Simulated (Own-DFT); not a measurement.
# Computed records: SiC (2H silicon carbide, strained, atoms displaced)

A calculation, not a measurement: plane-wave PBE density functional theory by an unreviewed code, no spin, of a simulated periodic cell, stress positive in tension, free energy of the whole cell less one offset for each atom, forces on such cells passed a denser k mesh, this cell's mesh not checked; offsets are fitted by least squares, one for each functional and potential file, so energies compare only between cells with the same atoms and settings and are not formation energies; the far tail of each file's local potential was reset to the Coulomb form; each entry is a single point on an unrelaxed cell, so the pressure reflects the starting lattice, mostly measured values (interpolated for alloys), from which strain is counted, and rises with the displacements; printed positions are rounded, which can move forces by about a meV/angstrom; the program, named Own-DFT, is a retired in-house code; no spin-orbit coupling. Program: Own-DFT development build.

Common to all runs: functional PBE; potential files PseudoDojo norm-conserving, scalar-relativistic, standard set; wave cutoff 42 hartree; occupations Fermi-Dirac; smearing width 0.1 eV; hardware one NVIDIA H100; k mesh 5 x 5 x 3 centred on Gamma.

(1) 
```xyz
32
Lattice="6.2541 -0.0563 0.0984 -3.1758 5.4004 -0.1145 0.1606 -0.1231 10.1066" Properties=species:S:1:pos:R:3:force_x:R:1:force_y:R:1:force_z:R:1 formula=SiC free_energy_of_cell_above_offsets=-2.661 pressure=0.12 stress_xx=3.91 stress_yy=1.28 stress_zz=-5.56 stress_yz=-3.93 stress_xz=4.24 stress_xy=-5.12 wall_time=118.6
Si     3.2429     5.2017    10.0531      0.766      1.538      2.087
Si     0.1478     1.7528     2.4665     -3.301     -0.083      1.235
C      0.0807    -0.0162     1.9465     -0.302     -0.501     -1.164
C     -0.0002     1.6883     4.4035      0.863      0.739      0.135
Si     3.1180     5.2365     5.1326      0.622       1.25     -4.152
Si     0.0741     1.7124     7.5478     -0.893     -0.447     -0.071
C      6.2424    -0.1238     6.9815      2.079     -0.453      3.334
C      0.1779     1.6762     9.4167     -0.983      0.011      0.969
Si    -1.4373     2.6306    10.0444      0.414     -1.556     -0.034
Si    -1.5036     4.5008     2.4614     -2.179     -1.531     -0.435
C      4.6339     2.6379     1.8637      1.492     -0.026      2.025
C     -1.5163     4.4668     4.3289     -0.935     -0.605       0.82
Si     4.6616     2.5919     5.0778      2.624      0.236     -0.083
Si    -1.5263     4.3759     7.4787      0.413      0.626     -0.508
C     -1.4488     2.6237     6.8722     -1.723     -0.593      0.466
C     -1.5543     4.3207     9.3842       2.61      1.549     -0.629
Si    -0.0390     5.3606    -0.0415      0.245      0.127     -0.305
Si     3.0787     1.7344     2.5640      2.264      0.533     -0.499
C     -0.0075     5.3442     1.8953      0.973     -0.029     -0.821
C      3.1877     1.7264     4.4500     -1.189     -0.254     -0.203
Si     3.1944    -0.0726     5.0204       0.57     -0.497      1.249
Si     3.1921     1.6105     7.6624      0.368      0.656     -0.864
C      0.1190     5.2280     6.8049     -1.436      0.752      1.719
C      3.2793     1.6951     9.5790     -0.702     -1.818     -0.849
Si     1.5140     2.6474     0.0639      1.042      0.728     -1.981
Si     1.5591     4.3975     2.5997      1.088      1.644     -2.039
C      1.6199     2.6810     1.8870     -0.587     -0.268      0.705
C      1.6085     4.3982     4.3975     -0.445     -0.669      1.203
Si     1.6287     2.5933     5.0827     -1.708     -0.188     -0.299
Si     1.6493     4.3619     7.5806     -0.964     -0.667     -0.389
C      1.5524     2.5540     6.9822      2.732      0.437     -0.478
C      1.8182     4.3326     9.4636     -3.819     -0.639     -0.142
```

Units: free_energy_of_cell_above_offsets in eV; pressure, stress_xx, stress_yy, stress_zz, stress_yz, stress_xz, stress_xy in GPa; wall_time in s; force_x, force_y, force_z in eV/Å.

(2) 
```xyz
32
Lattice="6.1255 -0.0607 -0.0388 -3.1153 5.2649 0.1214 -0.0633 0.1924 9.9111" Properties=species:S:1:pos:R:3:force_x:R:1:force_y:R:1:force_z:R:1 formula=SiC free_energy_of_cell_above_offsets=-1.205 pressure=15.92 stress_xx=-13.72 stress_yy=-17.43 stress_zz=-16.61 stress_yz=7.2 stress_xz=-4.85 stress_xy=-3.51 wall_time=122.3
Si    -0.0523     0.2239     9.8528      1.199      0.083      1.543
Si    -0.0854     1.8632     2.4840      2.718     -2.142      0.844
C      0.0168     0.0781     1.8595     -0.171      0.209     -0.746
C     -0.0183     1.7755     4.3239     -1.202      4.108      0.551
Si     6.0078     0.1382     4.9411      1.745     -3.614     -0.923
Si    -0.1143     1.8349     7.4879      2.167     -1.049      0.516
C      2.9790     5.2744     6.8284     -0.143     -0.119       3.41
C     -0.0594     2.0125     9.3821     -1.342     -0.929     -0.869
Si     4.5337     2.6156     0.0848      1.049     -0.612     -1.147
Si    -1.5615     4.4822     2.5515     -0.663     -0.582       0.63
C     -1.4935     2.6924     1.9260     -3.076       1.28      0.227
C     -1.6539     4.5355     4.4093     -0.163      -1.48      1.274
Si     4.5240     2.6847     5.0536     -0.317     -0.452     -2.431
Si    -1.5979     4.3814     7.5081     -0.237      2.726      0.864
C      4.5449     2.6074     6.9177     -1.755      0.349     -1.199
C     -1.5184     4.6015     9.4360     -4.427     -1.513     -2.262
Si    -0.0958     5.4030     9.9547      1.923      0.664      2.364
Si     2.9905     1.8606     2.4403      3.752      -4.01      1.281
C     -0.0572     5.2013     1.9241      1.352      2.181      0.213
C      2.9666     1.7490     4.2963      2.256      0.023      1.424
Si    -0.1317     5.2502     5.1357      1.112      0.912     -1.825
Si     2.9042     1.8822     7.4958      1.981     -2.409      0.297
C     -0.0707     5.3076     6.9644     -0.533      0.369      0.407
C      2.9945     1.8629     9.3764     -0.732        2.3     -0.645
Si     1.4804     2.6172     0.1049       1.62      0.239      0.115
Si     1.5212     4.4117     2.5681      -0.65      0.958      0.347
C      1.5752     2.6700     1.9988     -3.705      1.137     -2.372
C      1.5137     4.3994     4.4615     -1.954      1.127     -0.874
Si     1.5397     2.6646     4.8907     -1.219     -0.504      1.932
Si     1.4341     4.3640     7.5467      0.477      2.287     -0.789
C      1.4597     2.6864     6.8903      -1.36     -0.359     -1.559
C      1.4491     4.5735     9.3942      0.298     -1.176       -0.6
```

Units: free_energy_of_cell_above_offsets in eV; pressure, stress_xx, stress_yy, stress_zz, stress_yz, stress_xz, stress_xy in GPa; wall_time in s; force_x, force_y, force_z in eV/Å.
